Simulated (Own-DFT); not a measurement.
## Calculated data, GaN (wurtzite, strained, atoms displaced), SiC (4H silicon carbide, atoms displaced), SiC (4H silicon carbide, strained, atoms displaced)

Computed with Own-DFT development build. A calculation, not a measurement: plane-wave PBE density functional theory by an unreviewed code, no spin, of a simulated periodic cell, stress positive in tension, free energy of the whole cell less one offset for each atom, forces on such cells passed a denser k mesh, this cell's mesh not checked; offsets are fitted by least squares, one for each functional and potential file, so energies compare only between cells with the same atoms and settings and are not formation energies; the far tail of each file's local potential was reset to the Coulomb form; each entry is a single point on an unrelaxed cell, so the pressure reflects the starting lattice, mostly measured values (interpolated for alloys), from which strain is counted, and rises with the displacements; printed positions are rounded, which can move forces by about a meV/angstrom; the program, named Own-DFT, is a retired in-house code; no spin-orbit coupling.

Settings shared by all entries: functional PBE.

(1) 
```cif
# cell vector a (Å): 12.7560 0.0000 0.0000
# cell vector b (Å): -4.7835 8.2853 0.0000
# cell vector c (Å): 0.0000 0.0000 10.6811
data_GaN
_symmetry_space_group_name_H-M 'P 1'
_symmetry_Int_Tables_number 1
_cell_length_a 12.7560
_cell_length_b 9.5670
_cell_length_c 10.6811
_cell_angle_alpha 90.000
_cell_angle_beta 90.000
_cell_angle_gamma 120.000
_cell_volume 1128.86
loop_
_atom_site_label
_atom_site_type_symbol
_atom_site_fract_x
_atom_site_fract_y
_atom_site_fract_z
_atom_site_occupancy
Ga1 Ga 0.08857 0.22393 0.00312 1
Ga2 Ga 0.16277 0.10859 0.24946 1
N1 N 0.07276 0.22186 0.18511 1
N2 N 0.16644 0.11467 0.43790 1
Ga3 Ga 0.07544 0.20931 0.50472 1
Ga4 Ga 0.16785 0.10859 0.75144 1
N3 N 0.08089 0.20837 0.69568 1
N4 N 0.16706 0.11215 0.93943 1
Ga5 Ga 0.08074 0.54600 0.00822 1
Ga6 Ga 0.16242 0.44312 0.24793 1
N5 N 0.07890 0.54961 0.18967 1
N6 N 0.16324 0.44526 0.44728 1
Ga7 Ga 0.08094 0.55114 0.49396 1
Ga8 Ga 0.16669 0.44469 0.74264 1
N7 N 0.07926 0.56488 0.68436 1
N8 N 0.16142 0.44225 0.94492 1
Ga9 Ga 0.08810 0.88861 0.99846 1
Ga10 Ga 0.17047 0.77065 0.25611 1
N9 N 0.08825 0.89084 0.18358 1
N10 N 0.17338 0.78170 0.43712 1
Ga11 Ga 0.08683 0.88868 0.49943 1
Ga12 Ga 0.17003 0.77932 0.75036 1
N11 N 0.08202 0.89114 0.68942 1
N12 N 0.17777 0.78551 0.94071 1
Ga13 Ga 0.32757 0.22933 0.00205 1
Ga14 Ga 0.41470 0.11726 0.24958 1
N13 N 0.33628 0.23184 0.18771 1
N14 N 0.42154 0.11056 0.44350 1
Ga15 Ga 0.33071 0.22442 0.49009 1
Ga16 Ga 0.42095 0.11050 0.74712 1
N15 N 0.33079 0.23071 0.68407 1
N16 N 0.40597 0.10466 0.94259 1
Ga17 Ga 0.33157 0.55664 0.00035 1
Ga18 Ga 0.40853 0.43953 0.25312 1
N17 N 0.33909 0.55271 0.18859 1
N18 N 0.42054 0.45437 0.43527 1
Ga19 Ga 0.33742 0.56063 0.49869 1
Ga20 Ga 0.41824 0.44872 0.74262 1
N19 N 0.34214 0.55963 0.68831 1
N20 N 0.41517 0.44864 0.94184 1
Ga21 Ga 0.33150 0.88768 0.00272 1
Ga22 Ga 0.42573 0.78350 0.25040 1
N21 N 0.33695 0.88907 0.19182 1
N22 N 0.41844 0.77937 0.44454 1
Ga23 Ga 0.33411 0.89008 0.50243 1
Ga24 Ga 0.40809 0.78235 0.74971 1
N23 N 0.32956 0.87818 0.69043 1
N24 N 0.41805 0.77974 0.93942 1
Ga25 Ga 0.58123 0.21980 0.00630 1
Ga26 Ga 0.66536 0.10980 0.25140 1
N25 N 0.59543 0.23429 0.18678 1
N26 N 0.66702 0.11672 0.42793 1
Ga27 Ga 0.58198 0.22180 0.49679 1
Ga28 Ga 0.66250 0.09530 0.74986 1
N27 N 0.58048 0.22244 0.68122 1
N28 N 0.67366 0.11868 0.93506 1
Ga29 Ga 0.58388 0.55484 0.99153 1
Ga30 Ga 0.66489 0.43545 0.24732 1
N29 N 0.58165 0.55912 0.19024 1
N30 N 0.66259 0.44567 0.43989 1
Ga31 Ga 0.59158 0.56758 0.49618 1
Ga32 Ga 0.67116 0.44956 0.75127 1
N31 N 0.58541 0.55843 0.68758 1
N32 N 0.66802 0.43383 0.93865 1
Ga33 Ga 0.58467 0.89273 0.00096 1
Ga34 Ga 0.66667 0.77910 0.24838 1
N33 N 0.57239 0.87385 0.19200 1
N34 N 0.66059 0.76610 0.43845 1
Ga35 Ga 0.58864 0.89046 0.49419 1
Ga36 Ga 0.67170 0.78301 0.74849 1
N35 N 0.58492 0.88412 0.69438 1
N36 N 0.67563 0.77955 0.94228 1
Ga37 Ga 0.83882 0.22191 0.99492 1
Ga38 Ga 0.91512 0.10373 0.24240 1
N37 N 0.82801 0.22089 0.19114 1
N38 N 0.91717 0.11473 0.43802 1
Ga39 Ga 0.83694 0.22175 0.49607 1
Ga40 Ga 0.91275 0.10923 0.75397 1
N39 N 0.83048 0.21961 0.69224 1
N40 N 0.92038 0.11145 0.94214 1
Ga41 Ga 0.83340 0.55123 0.00318 1
Ga42 Ga 0.91990 0.44615 0.25606 1
N41 N 0.82989 0.55373 0.18901 1
N42 N 0.91365 0.44204 0.43809 1
Ga43 Ga 0.83393 0.55492 0.50179 1
Ga44 Ga 0.91506 0.44158 0.75002 1
N43 N 0.83473 0.55335 0.68597 1
N44 N 0.91552 0.44262 0.93856 1
Ga45 Ga 0.83037 0.88967 0.99869 1
Ga46 Ga 0.91859 0.78455 0.25213 1
N45 N 0.83646 0.88749 0.19022 1
N46 N 0.91818 0.77427 0.44039 1
Ga47 Ga 0.83629 0.89221 0.49956 1
Ga48 Ga 0.91093 0.78620 0.75102 1
N47 N 0.82591 0.88171 0.68453 1
N48 N 0.92129 0.77501 0.93936 1
_calc_potential_files 'PseudoDojo norm-conserving, scalar-relativistic, standard set with the stringent files for Ga'
_calc_wave_cutoff 96  # hartree
_calc_occupations 'Gaussian'
_calc_smearing_width 0.01  # eV
_calc_k_mesh '3 x 4 x 3 centred on Gamma'
_calc_free_energy_of_cell_above_offsets '-5.245'  # eV
_calc_pressure 1.77  # GPa
_calc_stress_xx -5.63  # GPa
_calc_stress_yy -5.03  # GPa
_calc_stress_zz 5.34  # GPa
_calc_stress_yz 0.08  # GPa
_calc_stress_xz -0.04  # GPa
_calc_stress_xy -0.18  # GPa
```

Force:
```csv
element,x (eV/Å),y (eV/Å),z (eV/Å)
Ga,-0.691,-0.423,-0.435
Ga,0.081,0.399,-0.153
N,2.264,0.325,0.301
N,-0.248,-0.797,-0.748
Ga,0.684,1.576,0.479
Ga,0.611,0.19,0.375
N,-1.392,1.354,-0.976
N,-0.249,-0.22,-0.22
Ga,-0.872,1.375,-1.096
Ga,1.365,-0.015,0.871
N,0.401,0.872,0.256
N,1.233,-1.004,-1.172
Ga,-0.574,0.992,1.302
Ga,-0.108,0.01,0.47
N,1.276,-1.305,-0.048
N,1.099,0.174,-1.228
Ga,-0.151,-0.149,0.076
Ga,-0.523,1.05,-0.925
N,-0.119,-0.47,0.886
N,-0.863,-0.642,0.178
Ga,-0.246,-0.026,0.576
Ga,-1.569,-0.163,0.864
N,0.321,-0.473,-0.354
N,-1.924,-2.11,-0.701
Ga,1.504,-0.237,-0.252
Ga,1.075,-0.51,0.195
N,-0.608,-1.771,0.068
N,-1.911,-0.108,-1.357
Ga,1.033,0.82,1.443
Ga,-1.461,0.443,0.622
N,1.034,-1.235,-0.252
N,1.116,1.352,-0.529
Ga,0.169,0.304,0.282
Ga,1.989,1.505,0.237
N,-2.817,0.736,-0.235
N,0.039,-1.024,0.338
Ga,-0.439,-0.553,0.503
Ga,0.868,-0.411,1.213
N,-2.293,0.314,-0.386
N,0.341,-0.136,-1.189
Ga,1.34,0.538,0.83
Ga,-3.429,-2.289,1.579
N,-0.228,0.189,-0.106
N,0.078,0.554,-0.877
Ga,0.692,-0.061,0.055
Ga,3.576,-1.558,1.199
N,-1.37,2.397,-1.454
N,-0.091,0.089,-0.269
Ga,-0.156,-0.455,-1.06
Ga,0.066,-0.283,-0.909
N,-1.468,-3.301,-0.302
N,0.744,-0.697,1.745
Ga,0.653,0.918,0.709
Ga,-0.791,2.222,0.226
N,1.161,-0.232,0.722
N,-0.691,-1.187,0.501
Ga,0.213,-0.382,1.521
Ga,-1.009,3.278,1.241
N,0.563,-0.889,-0.644
N,1.246,-0.231,-0.632
Ga,-0.595,-3.498,1.498
Ga,-0.289,-0.936,-0.24
N,0.334,0.179,0.035
N,-0.9,1.129,-0.476
Ga,0.227,-0.269,-0.166
Ga,0.385,-1.01,0.156
N,3.377,3.297,-1.724
N,0.811,4.252,-1.252
Ga,-0.733,0.212,0.96
Ga,-1.278,-1.683,1.022
N,-1.153,-0.43,-1.407
N,-2.161,-0.421,-1.18
Ga,-0.928,0.282,1.19
Ga,-1.709,0.86,0.988
N,1.3,-0.103,-0.708
N,0.256,-1.219,-0.675
Ga,-1.412,0.066,0.814
Ga,0.491,0.035,0.066
N,0.368,-0.159,-1.022
N,0.084,-0.317,-0.668
Ga,-0.155,0.326,0.138
Ga,-1.693,-0.742,-0.685
N,1.097,0.708,0.232
N,0.372,0.305,0.011
Ga,-0.728,-0.465,0.071
Ga,-0.1,0.49,0.392
N,-0.404,0.712,0.268
N,0.677,0.26,-0.173
Ga,2.469,0.156,0.941
Ga,1.048,-1.45,-0.199
N,-1.143,-0.093,-0.594
N,-0.194,0.882,-0.382
Ga,-0.323,-0.757,-0.267
Ga,2.214,-1.397,0.426
N,0.861,1.832,-0.408
N,-1.017,0.341,-0.334
```

(2) 
```cif
# cell vector a (Å): 6.1654 0.0000 0.0000
# cell vector b (Å): -3.0827 5.3394 0.0000
# cell vector c (Å): 0.0000 0.0000 10.0681
data_SiC
_symmetry_space_group_name_H-M 'P 1'
_symmetry_Int_Tables_number 1
_cell_length_a 6.1654
_cell_length_b 6.1654
_cell_length_c 10.0681
_cell_angle_alpha 90.000
_cell_angle_beta 90.000
_cell_angle_gamma 120.000
_cell_volume 331.44
loop_
_atom_site_label
_atom_site_type_symbol
_atom_site_fract_x
_atom_site_fract_y
_atom_site_fract_z
_atom_site_occupancy
Si1 Si 0.98758 0.98223 0.41914 1
Si2 Si 0.15370 0.34146 0.16312 1
C1 C 0.00548 0.02186 0.08604 1
C2 C 0.16796 0.34895 0.34499 1
Si3 Si 0.98867 0.48856 0.41630 1
Si4 Si 0.20098 0.86742 0.16093 1
C3 C 0.97935 0.50150 0.10821 1
C4 C 0.13989 0.78985 0.33544 1
Si5 Si 0.50074 0.01436 0.41669 1
Si6 Si 0.66841 0.32202 0.16684 1
C5 C 0.51621 0.02006 0.09596 1
C6 C 0.65520 0.34650 0.33634 1
Si7 Si 0.48676 0.51159 0.40056 1
Si8 Si 0.65254 0.83764 0.15934 1
C7 C 0.47290 0.49717 0.09281 1
C8 C 0.65409 0.82313 0.35687 1
Si9 Si 0.00640 0.99354 0.91691 1
Si10 Si 0.85869 0.66301 0.63955 1
C9 C 0.01369 0.97502 0.59648 1
C10 C 0.82827 0.67345 0.83221 1
Si11 Si 0.99997 0.49412 0.90535 1
Si12 Si 0.83958 0.16575 0.65882 1
C11 C 0.03075 0.53017 0.61776 1
C12 C 0.83920 0.15951 0.82604 1
Si13 Si 0.52372 0.00650 0.89142 1
Si14 Si 0.31856 0.63502 0.64917 1
C13 C 0.48306 0.98507 0.61512 1
C14 C 0.33850 0.64264 0.84587 1
Si15 Si 0.49079 0.50506 0.91870 1
Si16 Si 0.33902 0.16183 0.65727 1
C15 C 0.50056 0.50302 0.59097 1
C16 C 0.33692 0.16672 0.84200 1
_calc_potential_files 'PseudoDojo norm-conserving, scalar-relativistic, standard set'
_calc_wave_cutoff 42  # hartree
_calc_occupations 'Fermi-Dirac'
_calc_smearing_width 0.1  # eV
_calc_hardware 'one NVIDIA H100'
_calc_k_mesh '5 x 5 x 3 centred on Gamma'
_calc_free_energy_of_cell_above_offsets '4.239'  # eV
_calc_pressure 10.15  # GPa
_calc_stress_xx -12.47  # GPa
_calc_stress_yy -6.79  # GPa
_calc_stress_zz -11.18  # GPa
_calc_stress_yz 0.8  # GPa
_calc_stress_xz -0.13  # GPa
_calc_stress_xy 0.23  # GPa
_calc_wall_time 123.5  # s
```

Force:
```csv
element,x (eV/Å),y (eV/Å),z (eV/Å)
Si,1.133,0.798,-3.235
Si,-0.224,-0.02,-1.531
C,-0.137,-1.328,4.985
C,-0.846,-3.267,1.366
Si,-0.008,0.104,-1.216
Si,-3.344,-2.955,-1.587
C,2.327,1.819,-2.918
C,0.103,4.76,2.91
Si,-0.838,-1.785,-0.361
Si,-2.238,2.82,-3.298
C,0.159,-1.547,-1.608
C,0.527,-1.484,5.384
Si,1.345,-2.626,2.024
Si,2.347,-0.769,-0.052
C,1.876,0.807,3.244
C,-0.22,4.264,-1.863
Si,0.07,-0.061,-5.501
Si,-6.969,-0.007,5.242
C,-2.165,4.23,-0.973
C,1.027,-1.005,2.469
Si,-1.118,0.608,0.212
Si,0.168,-1.206,-2.738
C,-3.288,-8.186,-6.277
C,1.026,0.829,5.995
Si,-2.228,-1.299,1.031
Si,7.138,5.119,4.7
C,2.956,0.766,-3.638
C,-3.558,2.737,-1.136
Si,3.806,-1.929,-2.901
Si,-1.138,1.485,1.277
C,2.031,-1.716,-1.502
C,0.279,0.043,1.497
```

(3) 
```cif
# cell vector a (Å): 9.4042 0.0432 0.1355
# cell vector b (Å): -4.6646 8.1272 -0.1566
# cell vector c (Å): 0.1475 -0.1117 10.2687
data_SiC
_symmetry_space_group_name_H-M 'P 1'
_symmetry_Int_Tables_number 1
_cell_length_a 9.4053
_cell_length_b 9.3720
_cell_length_c 10.2704
_cell_angle_alpha 91.908
_cell_angle_beta 88.355
_cell_angle_gamma 119.598
_cell_volume 786.65
loop_
_atom_site_label
_atom_site_type_symbol
_atom_site_fract_x
_atom_site_fract_y
_atom_site_fract_z
_atom_site_occupancy
Si1 Si 0.98637 0.98341 0.40201 1
Si2 Si 0.10962 0.22764 0.15965 1
C1 C 0.99112 0.99784 0.09386 1
C2 C 0.10952 0.22029 0.34184 1
Si3 Si 0.00019 0.34240 0.40516 1
Si4 Si 0.12221 0.56640 0.15299 1
C3 C 0.99558 0.32635 0.09432 1
C4 C 0.11357 0.55904 0.33783 1
Si5 Si 0.00556 0.66088 0.40436 1
Si6 Si 0.11254 0.88952 0.15943 1
C5 C 0.00230 0.67032 0.08676 1
C6 C 0.10431 0.89106 0.33494 1
Si7 Si 0.33052 0.99679 0.40376 1
Si8 Si 0.44266 0.22872 0.15389 1
C7 C 0.32789 0.99541 0.09557 1
C8 C 0.43722 0.21644 0.33576 1
Si9 Si 0.34106 0.33393 0.40576 1
Si10 Si 0.44330 0.56266 0.15232 1
C9 C 0.34388 0.33901 0.08666 1
C10 C 0.44983 0.56170 0.35148 1
Si11 Si 0.33255 0.66466 0.40542 1
Si12 Si 0.43663 0.88701 0.16505 1
C11 C 0.33968 0.66129 0.09243 1
C12 C 0.44402 0.89170 0.34364 1
Si13 Si 0.66416 0.99599 0.41094 1
Si14 Si 0.78544 0.22805 0.17061 1
C13 C 0.65878 0.99467 0.09519 1
C14 C 0.78734 0.23083 0.34736 1
Si15 Si 0.66455 0.33745 0.40435 1
Si16 Si 0.77103 0.54456 0.15303 1
C15 C 0.67521 0.33777 0.09416 1
C16 C 0.79759 0.56044 0.34288 1
Si17 Si 0.66601 0.67450 0.40913 1
Si18 Si 0.77813 0.88210 0.14535 1
C17 C 0.66840 0.67074 0.08367 1
C18 C 0.77372 0.88934 0.35010 1
Si19 Si 0.00049 0.99421 0.90669 1
Si20 Si 0.87960 0.77954 0.65787 1
C19 C 0.00757 0.00431 0.58620 1
C20 C 0.88717 0.77948 0.83989 1
Si21 Si 0.99415 0.65877 0.90300 1
Si22 Si 0.88959 0.45377 0.65792 1
C21 C 0.00340 0.66567 0.58828 1
C22 C 0.89230 0.45061 0.84729 1
Si23 Si 0.99637 0.32635 0.90315 1
Si24 Si 0.89295 0.11714 0.65731 1
C23 C 0.99211 0.32573 0.59625 1
C24 C 0.89611 0.11839 0.84314 1
Si25 Si 0.66655 0.99784 0.90717 1
Si26 Si 0.55159 0.75745 0.66023 1
C25 C 0.66982 0.00546 0.59343 1
C26 C 0.55707 0.78267 0.84017 1
Si27 Si 0.66417 0.66529 0.90268 1
Si28 Si 0.55663 0.44919 0.65185 1
C27 C 0.66722 0.66196 0.59989 1
C28 C 0.55300 0.44173 0.83437 1
Si29 Si 0.66552 0.32854 0.90262 1
Si30 Si 0.54900 0.10852 0.66220 1
C29 C 0.66965 0.33208 0.58628 1
C30 C 0.55586 0.10845 0.84695 1
Si31 Si 0.32497 0.99868 0.90407 1
Si32 Si 0.22734 0.79085 0.65699 1
C31 C 0.34379 0.00797 0.59824 1
C32 C 0.21541 0.77761 0.84268 1
Si33 Si 0.33265 0.66611 0.91231 1
Si34 Si 0.21734 0.44935 0.65519 1
C33 C 0.33289 0.67002 0.59403 1
C34 C 0.23546 0.45528 0.84116 1
Si35 Si 0.33645 0.33601 0.90345 1
Si36 Si 0.22034 0.11992 0.65405 1
C35 C 0.33443 0.33269 0.59430 1
C36 C 0.22025 0.10222 0.84764 1
_calc_potential_files 'PseudoDojo norm-conserving, scalar-relativistic, standard set'
_calc_wave_cutoff 42  # hartree
_calc_occupations 'Fermi-Dirac'
_calc_smearing_width 0.1  # eV
_calc_hardware 'one NVIDIA H100'
_calc_k_mesh '4 x 4 x 3 centred on Gamma'
_calc_free_energy_of_cell_above_offsets '-6.225'  # eV
_calc_pressure -5.95  # GPa
_calc_stress_xx 6.51  # GPa
_calc_stress_yy 5.91  # GPa
_calc_stress_zz 5.44  # GPa
_calc_stress_yz -3.76  # GPa
_calc_stress_xz 3.95  # GPa
_calc_stress_xy 1.61  # GPa
_calc_wall_time 361.8  # s
```

Force:
```csv
element,x (eV/Å),y (eV/Å),z (eV/Å)
Si,0.384,3.084,0.457
Si,0.772,-0.918,-0.908
C,1.953,0.736,-0.239
C,0.106,0.461,0.858
Si,1.474,-1.319,0.557
Si,-1.421,-1.932,-0.673
C,0.393,1.784,-0.399
C,1.532,-0.126,0.457
Si,-1.058,1.967,0.127
Si,-1.224,-0.176,-2.256
C,0.12,-0.515,0.962
C,2.033,-1.346,2.417
Si,-0.877,0.787,0.543
Si,1.424,-1.106,-0.603
C,0.222,0.908,-0.42
C,1.228,0.839,1.245
Si,-2.036,-0.37,0.033
Si,2.811,-1.298,0.938
C,-1.663,0.073,0.917
C,0.161,-0.944,-1.575
Si,-0.426,0.798,0.725
Si,1.169,0.671,-2.295
C,-2.368,1.718,0.417
C,0.382,-0.927,0.971
Si,-0.348,1.645,-0.122
Si,-0.696,-1.193,-2.791
C,0.563,0.557,0.452
C,-1.317,-1.282,0.646
Si,0.917,-0.289,-0.342
Si,0.859,3.116,0.413
C,-0.954,-2.2,-0.46
C,-3.577,-0.952,-0.378
Si,1.725,-0.88,-0.184
Si,-1.765,1.2,1.746
C,0.114,-1.815,1.384
C,0.054,-0.932,-1.617
Si,-0.763,0.969,0.295
Si,2.556,0.62,-0.775
C,-1.267,-0.862,1.05
C,0.047,-0.93,0.515
Si,-0.052,2.591,0.633
Si,0.487,-1.421,-0.586
C,-0.532,1.145,0.81
C,-0.205,-2.421,-1.208
Si,0.463,2.389,1.17
Si,-0.378,-1.509,-0.676
C,0.315,2.674,-0.546
C,-0.104,-2.268,-0.231
Si,-0.079,0.793,0.214
Si,-2.226,3.278,-0.698
C,0.094,-1.35,0.872
C,0.112,-1.245,1.262
Si,-0.005,0.071,-0.685
Si,0.845,-2.224,0.176
C,-0.106,0.382,-1.862
C,0.693,0.157,1.343
Si,-0.163,0.926,0.601
Si,2.172,1.14,-0.91
C,-1.062,0.463,1.625
C,-0.611,-0.162,-0.092
Si,1.85,-0.718,1.236
Si,0.021,-1.454,-0.044
C,-2.289,-0.54,-1.409
C,0.904,-0.225,0.397
Si,-0.09,1.158,-1.898
Si,0.554,-0.446,-0.162
C,0.139,-0.385,-0.327
C,-1.238,-1.771,0.459
Si,-0.107,-0.435,-0.412
Si,1.347,-1.423,0.543
C,-0.538,1.211,-0.542
C,-1.449,2.001,-1.141
```
